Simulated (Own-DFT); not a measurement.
SiC (3C silicon carbide, strained, atoms displaced), SiC (2H silicon carbide, atoms displaced), SiC (4H silicon carbide, atoms displaced), GaP (zincblende, strained, atoms displaced) (calculated)

A calculation, not a measurement: plane-wave PBE density functional theory by an unreviewed code, no spin, of a simulated periodic cell, stress positive in tension, free energy of the whole cell less one offset for each atom, forces on such cells passed a denser k mesh, this cell's mesh not checked; offsets are fitted by least squares, one for each functional and potential file, so energies compare only between cells with the same atoms and settings and are not formation energies; the far tail of each file's local potential was reset to the Coulomb form; each entry is a single point on an unrelaxed cell, so the pressure reflects the starting lattice, mostly measured values (interpolated for alloys), from which strain is counted, and rises with the displacements; printed positions are rounded, which can move forces by about a meV/angstrom; the program, named Own-DFT, is a retired in-house code; no spin-orbit coupling. Program: Own-DFT development build.

Settings shared by all entries: functional PBE; potential files PseudoDojo norm-conserving, scalar-relativistic, standard set; wave cutoff 42 hartree; occupations Fermi-Dirac; smearing width 0.1 eV.

(1) 
```cif
# cell vector a (Å): 13.2103 -0.0410 0.0276
# cell vector b (Å): -0.0273 8.8606 -0.0223
# cell vector c (Å): 0.0184 -0.0223 8.7025
data_SiC
_symmetry_space_group_name_H-M 'P 1'
_symmetry_Int_Tables_number 1
_cell_length_a 13.2104
_cell_length_b 8.8607
_cell_length_c 8.7025
_cell_angle_alpha 90.291
_cell_angle_beta 89.759
_cell_angle_gamma 90.355
_cell_volume 1018.62
loop_
_atom_site_label
_atom_site_type_symbol
_atom_site_fract_x
_atom_site_fract_y
_atom_site_fract_z
_atom_site_occupancy
Si1 Si 0.99709 0.98526 0.99773 1
Si2 Si 0.00043 0.23705 0.25440 1
Si3 Si 0.16110 0.99448 0.24791 1
Si4 Si 0.16595 0.24822 0.98895 1
C1 C 0.08414 0.12015 0.12344 1
C2 C 0.08949 0.36552 0.38181 1
C3 C 0.25033 0.12381 0.36495 1
C4 C 0.25270 0.37031 0.13829 1
Si5 Si 0.99689 0.00304 0.49739 1
Si6 Si 0.99872 0.24533 0.74738 1
Si7 Si 0.16640 0.99311 0.75136 1
Si8 Si 0.16608 0.24348 0.50711 1
C5 C 0.08067 0.11830 0.62021 1
C6 C 0.08551 0.37574 0.87302 1
C7 C 0.25583 0.11856 0.87801 1
C8 C 0.24510 0.37514 0.63569 1
Si9 Si 0.99697 0.50436 0.99719 1
Si10 Si 0.00363 0.75798 0.26042 1
Si11 Si 0.16304 0.49598 0.25567 1
Si12 Si 0.16854 0.74510 0.00205 1
C9 C 0.08610 0.62448 0.11880 1
C10 C 0.07494 0.86646 0.37189 1
C11 C 0.25150 0.62784 0.38210 1
C12 C 0.25484 0.88005 0.13411 1
Si13 Si 0.99026 0.49292 0.50068 1
Si14 Si 0.00302 0.73894 0.75369 1
Si15 Si 0.15936 0.50126 0.74897 1
Si16 Si 0.16364 0.75741 0.51045 1
C13 C 0.08190 0.61167 0.61569 1
C14 C 0.08675 0.87484 0.87503 1
C15 C 0.25020 0.63044 0.87424 1
C16 C 0.25509 0.89444 0.62664 1
Si17 Si 0.33804 0.00382 0.00449 1
Si18 Si 0.32880 0.26184 0.25191 1
Si19 Si 0.49997 0.99478 0.24690 1
Si20 Si 0.50549 0.24278 0.99927 1
C17 C 0.41441 0.13022 0.11057 1
C18 C 0.42012 0.38115 0.37740 1
C19 C 0.58970 0.13209 0.36807 1
C20 C 0.58205 0.37707 0.13025 1
Si21 Si 0.33682 0.99822 0.50184 1
Si22 Si 0.32945 0.25193 0.75114 1
Si23 Si 0.50019 0.99547 0.75383 1
Si24 Si 0.50352 0.24682 0.50171 1
C21 C 0.40949 0.11959 0.62547 1
C22 C 0.41851 0.37073 0.87762 1
C23 C 0.58433 0.12218 0.87004 1
C24 C 0.58591 0.37337 0.61168 1
Si25 Si 0.33866 0.49737 0.99411 1
Si26 Si 0.33492 0.75381 0.24229 1
Si27 Si 0.49795 0.49196 0.25380 1
Si28 Si 0.50712 0.74381 0.99494 1
C25 C 0.41502 0.61810 0.12337 1
C26 C 0.41943 0.87645 0.37605 1
C27 C 0.58020 0.63628 0.38006 1
C28 C 0.58238 0.87880 0.13193 1
Si29 Si 0.33717 0.49703 0.50690 1
Si30 Si 0.33317 0.75304 0.74816 1
Si31 Si 0.49158 0.50345 0.75901 1
Si32 Si 0.49785 0.76335 0.50692 1
C29 C 0.41330 0.61547 0.62223 1
C30 C 0.41555 0.87430 0.87887 1
C31 C 0.58173 0.62271 0.87067 1
C32 C 0.58892 0.88668 0.62812 1
Si33 Si 0.67376 0.99761 0.00787 1
Si34 Si 0.65668 0.25418 0.24135 1
Si35 Si 0.82757 0.99994 0.24946 1
Si36 Si 0.83283 0.24948 0.99677 1
C33 C 0.75145 0.13318 0.11926 1
C34 C 0.74744 0.37538 0.38224 1
C35 C 0.91237 0.12839 0.38160 1
C36 C 0.91671 0.37381 0.13271 1
Si37 Si 0.66556 0.99818 0.50638 1
Si38 Si 0.66956 0.24979 0.74861 1
Si39 Si 0.83045 0.00950 0.76941 1
Si40 Si 0.83235 0.25037 0.50240 1
C37 C 0.74998 0.12514 0.62884 1
C38 C 0.74825 0.37890 0.88053 1
C39 C 0.91385 0.12310 0.87159 1
C40 C 0.91452 0.37717 0.62232 1
Si41 Si 0.66233 0.49645 0.00137 1
Si42 Si 0.66450 0.74899 0.24051 1
Si43 Si 0.82923 0.49709 0.25182 1
Si44 Si 0.83573 0.74957 0.00923 1
C41 C 0.75313 0.61887 0.12347 1
C42 C 0.75342 0.87241 0.37763 1
C43 C 0.91556 0.61982 0.38026 1
C44 C 0.92086 0.87221 0.12624 1
Si45 Si 0.66360 0.50042 0.49769 1
Si46 Si 0.66636 0.74268 0.75173 1
Si47 Si 0.82813 0.49425 0.74957 1
Si48 Si 0.83292 0.75359 0.50613 1
C45 C 0.75190 0.62428 0.62485 1
C46 C 0.74831 0.87552 0.89151 1
C47 C 0.91367 0.62025 0.87038 1
C48 C 0.91719 0.88586 0.62880 1
_calc_hardware 'one NVIDIA H200'
_calc_k_mesh '3 x 4 x 4 centred on Gamma'
_calc_free_energy_of_cell_above_offsets '-8.283'  # eV
_calc_pressure -0.04  # GPa
_calc_stress_xx 0.36  # GPa
_calc_stress_yy 2.03  # GPa
_calc_stress_zz -2.26  # GPa
_calc_stress_yz -0.51  # GPa
_calc_stress_xz 1.39  # GPa
_calc_stress_xy -2.25  # GPa
_calc_wall_time 551.3  # s
```

Force:
```tsv
element	x (eV/Å)	y (eV/Å)	z (eV/Å)
Si	1.284	2.651	-0.11
Si	0.325	1.935	-0.45
Si	1.548	0.741	0.362
Si	1.043	-0.43	2.499
C	-1.129	-0.401	-0.971
C	-2.653	0.503	-0.426
C	-0.24	-0.408	2.139
C	-2.371	2.56	-3.992
Si	-0.582	-0.795	0.42
Si	0.23	0.528	-0.156
Si	0.379	2.188	0.183
Si	1.095	0.202	-1.006
C	0.655	0.273	1.304
C	-1.756	-0.56	0.175
C	-1.927	0.763	-0.631
C	1.089	-0.302	-1.058
Si	0.425	-1.282	1.066
Si	-3.217	-4.954	-3.497
Si	1.321	0.64	-0.129
Si	0.841	1.386	0.253
C	-1.097	-0.123	1.623
C	3.807	3.983	3.521
C	-0.32	0.175	-0.415
C	-1.211	-0.495	-1.741
Si	2.816	0.416	-1.429
Si	-0.792	1.478	-1.396
Si	2.014	0.184	0.078
Si	1.064	-1.229	-1.595
C	-0.521	2.046	1.402
C	-0.586	-1.714	0.214
C	-0.083	-1.177	-0.593
C	-1.703	-3.772	0.275
Si	-1.62	-1.228	-0.716
Si	2.376	-2.939	0.884
Si	-0.571	2.37	0.679
Si	-1.027	0.795	-0.551
C	1.662	0.277	3.386
C	-1.228	-2.332	0.888
C	-2.208	-2.516	1.3
C	-0.83	0.228	-1.827
Si	-0.949	1.435	-2.686
Si	0.655	-0.828	0.166
Si	-0.667	1.228	-0.109
Si	-1.183	-0.146	-0.642
C	2.744	1.464	0.56
C	0.048	-0.329	-0.37
C	0.868	0.183	1.039
C	-0.82	0.215	3.342
Si	-2.148	0.013	1.431
Si	-0.026	-1.5	2.077
Si	0.27	3.07	-0.109
Si	-2.471	1.357	1.646
C	1.576	0.948	-0.152
C	-0.591	0.052	-0.109
C	0.398	-1.324	-0.877
C	1.027	-1.128	-2.185
Si	-2.624	-0.36	-1.633
Si	-0.198	-0.221	0.19
Si	1.672	-1.332	-2.356
Si	0.82	-2.031	-0.683
C	1.469	3.344	2.012
C	1.237	-0.838	-0.382
C	0.701	-0.527	0.454
C	-1.987	-2.73	1.16
Si	-2.717	1.193	-0.327
Si	4.154	-0.244	1.676
Si	1.369	0.634	0.452
Si	1.03	1.203	0.888
C	-0.856	-0.91	1.27
C	-0.177	-0.275	-1.62
C	0.337	-1.098	-1.289
C	0.198	-0.279	-1.132
Si	1.977	1.703	-2.25
Si	-1.221	0.42	-0.288
Si	-0.88	-2.738	-3.669
Si	-0.958	0.078	-0.062
C	0.367	-0.22	0.226
C	-0.236	-1.111	-0.737
C	1.877	1.364	2.131
C	-0.757	-1.64	1.836
Si	1.051	0.714	0.006
Si	0.749	-0.289	2.442
Si	0.989	-0.33	0.849
Si	-0.179	-0.75	-1.253
C	-1.634	0.662	-0.045
C	-1.553	0.214	-0.61
C	-0.38	1.283	-0.927
C	-1.446	-0.096	1.031
Si	0.431	1.168	-0.277
Si	1.021	1.483	-0.263
Si	0.796	1.041	-0.136
Si	1.051	-0.199	-0.212
C	-1.101	-0.036	0.484
C	1.084	-1.472	-1.731
C	0.045	0.52	0.822
C	-0.551	-1.675	0.966
```

(2) 
```cif
# cell vector a (Å): 6.1654 0.0000 0.0000
# cell vector b (Å): -3.0827 5.3394 0.0000
# cell vector c (Å): 0.0000 0.0000 10.0681
data_SiC
_symmetry_space_group_name_H-M 'P 1'
_symmetry_Int_Tables_number 1
_cell_length_a 6.1654
_cell_length_b 6.1654
_cell_length_c 10.0681
_cell_angle_alpha 90.000
_cell_angle_beta 90.000
_cell_angle_gamma 120.000
_cell_volume 331.44
loop_
_atom_site_label
_atom_site_type_symbol
_atom_site_fract_x
_atom_site_fract_y
_atom_site_fract_z
_atom_site_occupancy
Si1 Si 0.00476 0.00375 0.99987 1
Si2 Si 0.16033 0.33348 0.24526 1
C1 C 0.00721 0.00090 0.19172 1
C2 C 0.16846 0.33268 0.43660 1
Si3 Si 0.00247 0.00315 0.49625 1
Si4 Si 0.18300 0.33200 0.75025 1
C3 C 0.00203 0.00390 0.69053 1
C4 C 0.16624 0.33414 0.94087 1
Si5 Si 0.99927 0.50268 0.99648 1
Si6 Si 0.17286 0.83283 0.25102 1
C5 C 0.00223 0.50903 0.18434 1
C6 C 0.16348 0.82247 0.43666 1
Si7 Si 0.99588 0.49603 0.49563 1
Si8 Si 0.16550 0.83193 0.74914 1
C7 C 0.01456 0.51678 0.68718 1
C8 C 0.16902 0.84416 0.93887 1
Si9 Si 0.49621 0.01008 0.99538 1
Si10 Si 0.66019 0.33017 0.25006 1
C9 C 0.49787 0.00453 0.18663 1
C10 C 0.66966 0.33195 0.43659 1
Si11 Si 0.49192 0.99708 0.49684 1
Si12 Si 0.66173 0.32532 0.74680 1
C11 C 0.51944 0.00566 0.68896 1
C12 C 0.66451 0.33032 0.93318 1
Si13 Si 0.49929 0.50755 0.00108 1
Si14 Si 0.66631 0.83365 0.25234 1
C13 C 0.50623 0.49440 0.19046 1
C14 C 0.66415 0.82848 0.43915 1
Si15 Si 0.50247 0.49841 0.49975 1
Si16 Si 0.66961 0.82964 0.74617 1
C15 C 0.50261 0.50283 0.68768 1
C16 C 0.66910 0.83487 0.93459 1
_calc_hardware 'one NVIDIA H100'
_calc_k_mesh '5 x 5 x 3 centred on Gamma'
_calc_free_energy_of_cell_above_offsets '-4.607'  # eV
_calc_pressure 3.81  # GPa
_calc_stress_xx -1.88  # GPa
_calc_stress_yy -5.54  # GPa
_calc_stress_zz -4.02  # GPa
_calc_stress_yz -0.33  # GPa
_calc_stress_xz -0.47  # GPa
_calc_stress_xy 0.08  # GPa
_calc_wall_time 121  # s
```

Force:
```tsv
element	x (eV/Å)	y (eV/Å)	z (eV/Å)
Si	-0.964	-0.271	0.544
Si	0.926	0.289	0.551
C	-0.959	-0.255	-0.666
C	-0.139	0.148	-0.301
Si	-0.029	-0.572	0.696
Si	-2.526	0.57	0.278
C	0.78	-0.24	-1.178
C	0.249	0.466	-0.571
Si	-0.211	0.19	0.015
Si	-0.756	0.232	-0.427
C	-0.088	-1.093	0.319
C	-0.513	1.083	-0.007
Si	0.95	-0.009	1.351
Si	0.674	1.348	0.248
C	-0.182	-2.554	-0.279
C	0.189	-1.182	-0.712
Si	1.454	-1.046	0.646
Si	1.333	0.366	-0.174
C	1.025	-0.532	-0.096
C	-0.773	-0.42	0.099
Si	1.241	-0.082	0.882
Si	1.295	1.843	0.225
C	-2.071	-1.075	-1.13
C	-0.404	1.302	0.479
Si	0.871	-0.455	-0.107
Si	0.352	-0.088	-0.747
C	-1.92	1.151	-0.641
C	-0.109	0.586	-0.061
Si	-0.379	-0.077	-0.224
Si	0.195	0.673	0.952
C	0.962	-0.639	-0.602
C	-0.472	0.343	0.637
```

(3) 
```cif
# cell vector a (Å): 6.1654 0.0000 0.0000
# cell vector b (Å): -3.0827 5.3394 0.0000
# cell vector c (Å): 0.0000 0.0000 10.0681
data_SiC
_symmetry_space_group_name_H-M 'P 1'
_symmetry_Int_Tables_number 1
_cell_length_a 6.1654
_cell_length_b 6.1654
_cell_length_c 10.0681
_cell_angle_alpha 90.000
_cell_angle_beta 90.000
_cell_angle_gamma 120.000
_cell_volume 331.44
loop_
_atom_site_label
_atom_site_type_symbol
_atom_site_fract_x
_atom_site_fract_y
_atom_site_fract_z
_atom_site_occupancy
Si1 Si 0.99950 0.01674 0.39220 1
Si2 Si 0.16252 0.34253 0.14365 1
C1 C 0.98844 0.97251 0.08903 1
C2 C 0.19806 0.32142 0.32177 1
Si3 Si 0.03014 0.50689 0.39821 1
Si4 Si 0.17651 0.82831 0.14918 1
C3 C 0.97585 0.49979 0.10406 1
C4 C 0.17680 0.81573 0.35369 1
Si5 Si 0.48394 0.98706 0.40087 1
Si6 Si 0.65410 0.32801 0.14041 1
C5 C 0.50637 0.01294 0.08458 1
C6 C 0.64137 0.30575 0.33176 1
Si7 Si 0.52308 0.52804 0.40964 1
Si8 Si 0.67432 0.80700 0.14643 1
C7 C 0.51872 0.52146 0.08596 1
C8 C 0.68175 0.84210 0.35740 1
Si9 Si 0.00569 0.97985 0.90459 1
Si10 Si 0.81004 0.65412 0.63502 1
C9 C 0.99300 0.00322 0.59296 1
C10 C 0.85839 0.65399 0.84666 1
Si11 Si 0.00416 0.49886 0.91043 1
Si12 Si 0.85421 0.16646 0.65470 1
C11 C 0.98914 0.47781 0.57622 1
C12 C 0.80720 0.17755 0.84110 1
Si13 Si 0.52071 0.99736 0.91093 1
Si14 Si 0.35491 0.67114 0.64716 1
C13 C 0.51927 0.97022 0.59985 1
C14 C 0.31449 0.65035 0.84190 1
Si15 Si 0.50324 0.49193 0.89705 1
Si16 Si 0.35287 0.17292 0.65612 1
C15 C 0.52604 0.51613 0.59034 1
C16 C 0.32261 0.18172 0.86567 1
_calc_hardware 'one NVIDIA H100'
_calc_k_mesh '5 x 5 x 3 centred on Gamma'
_calc_free_energy_of_cell_above_offsets '5.377'  # eV
_calc_pressure 12.04  # GPa
_calc_stress_xx -11.09  # GPa
_calc_stress_yy -19.25  # GPa
_calc_stress_zz -5.8  # GPa
_calc_stress_yz 0.84  # GPa
_calc_stress_xz -0.68  # GPa
_calc_stress_xy -6.2  # GPa
_calc_wall_time 118.4  # s
```

Force:
```tsv
element	x (eV/Å)	y (eV/Å)	z (eV/Å)
Si	3.397	-0.642	2.577
Si	1.276	-1.35	-0.059
C	1.182	2.922	0.31
C	-1.889	2.554	2.616
Si	-1.739	-5.172	-0.844
Si	-0.591	0.908	1.744
C	3.818	0.224	-2.647
C	-3.547	2.11	-3.624
Si	3.255	2.356	1.91
Si	-1.095	0.162	3.69
C	1.097	-3.232	1.876
C	1.123	2.84	1.032
Si	1.065	-4.496	-2.87
Si	-2.26	5.747	3.471
C	-2.162	-5.72	-1.99
C	-1.953	-0.258	-3.914
Si	-2.571	0.363	-0.094
Si	10.12	4.432	4.453
C	4.256	-0.648	-1.421
C	-4.676	1.183	-3.033
Si	0.514	-1.768	0.265
Si	-3.097	0.844	0.905
C	0.839	1.8	1.874
C	5.166	0.198	-0.813
Si	-4.297	-2.015	-1.964
Si	-3.336	-4.135	2.814
C	-2.659	5.945	-2.32
C	3.093	1.773	-0.501
Si	0.037	4.038	1.259
Si	-0.563	-1.923	0.697
C	-6.722	-5.699	-1.324
C	2.921	-3.34	-4.075
```

(4) 
```cif
# cell vector a (Å): 10.8620 0.0000 0.0000
# cell vector b (Å): 0.0000 10.8620 0.0000
# cell vector c (Å): 0.0000 0.0000 10.9361
data_GaP
_symmetry_space_group_name_H-M 'P 1'
_symmetry_Int_Tables_number 1
_cell_length_a 10.8620
_cell_length_b 10.8620
_cell_length_c 10.9361
_cell_angle_alpha 90.000
_cell_angle_beta 90.000
_cell_angle_gamma 90.000
_cell_volume 1290.27
loop_
_atom_site_label
_atom_site_type_symbol
_atom_site_fract_x
_atom_site_fract_y
_atom_site_fract_z
_atom_site_occupancy
Ga1 Ga 0.00443 0.00821 0.99799 1
Ga2 Ga 0.99908 0.25315 0.25195 1
Ga3 Ga 0.24268 0.00215 0.25083 1
Ga4 Ga 0.24873 0.25480 0.99868 1
P1 P 0.13103 0.13407 0.12496 1
P2 P 0.12494 0.37753 0.36718 1
P3 P 0.36885 0.12393 0.37497 1
P4 P 0.37962 0.37554 0.12899 1
Ga5 Ga 0.00649 0.99799 0.50373 1
Ga6 Ga 0.99500 0.25415 0.75356 1
Ga7 Ga 0.25456 0.99866 0.75676 1
Ga8 Ga 0.24452 0.24640 0.49979 1
P5 P 0.11899 0.12745 0.62711 1
P6 P 0.12725 0.37545 0.86673 1
P7 P 0.36861 0.12622 0.87884 1
P8 P 0.37611 0.38025 0.63268 1
Ga9 Ga 0.99285 0.50563 0.99412 1
Ga10 Ga 0.99458 0.75147 0.25398 1
Ga11 Ga 0.25063 0.50481 0.25518 1
Ga12 Ga 0.25396 0.74837 0.99688 1
P9 P 0.13179 0.63266 0.12345 1
P10 P 0.12361 0.88570 0.38001 1
P11 P 0.37628 0.63338 0.37157 1
P12 P 0.37500 0.87585 0.12960 1
Ga13 Ga 0.99804 0.50238 0.51173 1
Ga14 Ga 0.99818 0.74681 0.74656 1
Ga15 Ga 0.24813 0.50053 0.74760 1
Ga16 Ga 0.25681 0.75080 0.49699 1
P13 P 0.12320 0.62263 0.63395 1
P14 P 0.12494 0.87555 0.87913 1
P15 P 0.37067 0.62584 0.87763 1
P16 P 0.37968 0.88268 0.62628 1
Ga17 Ga 0.50380 0.00069 0.99627 1
Ga18 Ga 0.49606 0.24256 0.25184 1
Ga19 Ga 0.75124 0.99343 0.24335 1
Ga20 Ga 0.74639 0.25866 0.99815 1
P17 P 0.63252 0.12477 0.13081 1
P18 P 0.62443 0.37778 0.36776 1
P19 P 0.87067 0.12509 0.37411 1
P20 P 0.88010 0.37434 0.12455 1
Ga21 Ga 0.50218 0.00467 0.50029 1
Ga22 Ga 0.51046 0.24331 0.76119 1
Ga23 Ga 0.74927 0.00382 0.74651 1
Ga24 Ga 0.74327 0.25946 0.50419 1
P21 P 0.62076 0.12685 0.62576 1
P22 P 0.62594 0.38219 0.87870 1
P23 P 0.87487 0.13087 0.87486 1
P24 P 0.88577 0.37789 0.62756 1
Ga25 Ga 0.49957 0.50458 0.99693 1
Ga26 Ga 0.50377 0.74786 0.25126 1
Ga27 Ga 0.75499 0.50914 0.24891 1
Ga28 Ga 0.74852 0.75267 0.00315 1
P25 P 0.61349 0.62081 0.13345 1
P26 P 0.62882 0.87210 0.37963 1
P27 P 0.87448 0.62253 0.37396 1
P28 P 0.88162 0.87938 0.12313 1
Ga29 Ga 0.50488 0.49745 0.49770 1
Ga30 Ga 0.49799 0.74589 0.74947 1
Ga31 Ga 0.75165 0.50432 0.74184 1
Ga32 Ga 0.75400 0.74991 0.49517 1
P29 P 0.63088 0.61958 0.62041 1
P30 P 0.62451 0.87185 0.87656 1
P31 P 0.87576 0.63126 0.87082 1
P32 P 0.87422 0.87495 0.62376 1
_calc_hardware 'one NVIDIA H100'
_calc_k_mesh '3 x 3 x 3 centred on Gamma'
_calc_free_energy_of_cell_above_offsets '-33.681'  # eV
_calc_pressure 3.44  # GPa
_calc_stress_xx -3.56  # GPa
_calc_stress_yy -3.65  # GPa
_calc_stress_zz -3.12  # GPa
_calc_stress_yz 0.11  # GPa
_calc_stress_xz 0.29  # GPa
_calc_stress_xy 0.32  # GPa
_calc_wall_time 513.7  # s
```

Force:
```tsv
element	x (eV/Å)	y (eV/Å)	z (eV/Å)
Ga	0.115	0.064	0.251
Ga	-0.122	-0.59	-0.02
Ga	0.594	-0.123	-0.437
Ga	0.33	0.63	0.204
P	-0.874	-0.431	0.081
P	-0.178	0.246	1.521
P	0.427	-0.156	0.311
P	-0.425	0.222	-0.458
Ga	-1.342	0.923	0.123
Ga	0.783	-0.506	-0.119
Ga	-0.843	0.148	-0.625
Ga	0.241	0.895	0.323
P	0.606	-0.215	0.615
P	-0.487	0.287	1.108
P	1.084	0.093	0.087
P	0.513	-1.069	-0.846
Ga	1.172	-0.28	0.436
Ga	1.053	0.239	-0.254
Ga	0.19	0.004	-0.819
Ga	-0.163	1.021	0.713
P	-1.09	-0.723	0.326
P	0.273	-1.759	-0.572
P	0.236	-1.11	0.746
P	0.206	0.154	-0.387
Ga	0.936	0.132	-1.674
Ga	0.228	1.147	0.408
Ga	0.473	-0.027	0.485
Ga	-0.766	0.542	0.727
P	0.634	0.874	-1.371
P	-0.07	-0.201	-0.616
P	0.448	-0.364	-0.831
P	-0.224	-0.818	-0.004
Ga	-0.392	0.177	0.862
Ga	0.392	0.303	-0.141
Ga	0.215	0.234	0.975
Ga	0.487	-0.535	0.701
P	-0.848	0.208	-1.009
P	0.13	-0.205	0.195
P	0.192	0	0.486
P	-0.621	0.718	-0.227
Ga	-0.257	-0.276	-0.53
Ga	-1.284	0.798	-0.17
Ga	0.108	-0.399	0.425
Ga	0.68	-0.322	-0.436
P	0.714	0.223	-0.065
P	0.239	0.067	-0.772
P	-0.589	-0.341	0.146
P	-1.912	-0.496	-0.016
Ga	-0.515	-0.436	0.525
Ga	-0.512	1.283	0.253
Ga	-0.43	-1.246	-0.534
Ga	0.017	-0.378	0.352
P	1.648	0.345	-1.206
P	-0.428	0.564	-0.655
P	0.659	0.306	0.731
P	-0.243	-0.426	-0.278
Ga	-0.796	0.129	-0.015
Ga	0.341	0.076	-0.211
Ga	0.494	-0.513	0.915
Ga	-0.019	-0.156	0.613
P	-0.747	1.071	-0.137
P	0.144	0.286	-0.628
P	-0.986	-0.316	0.392
P	0.161	0.01	0.024
```
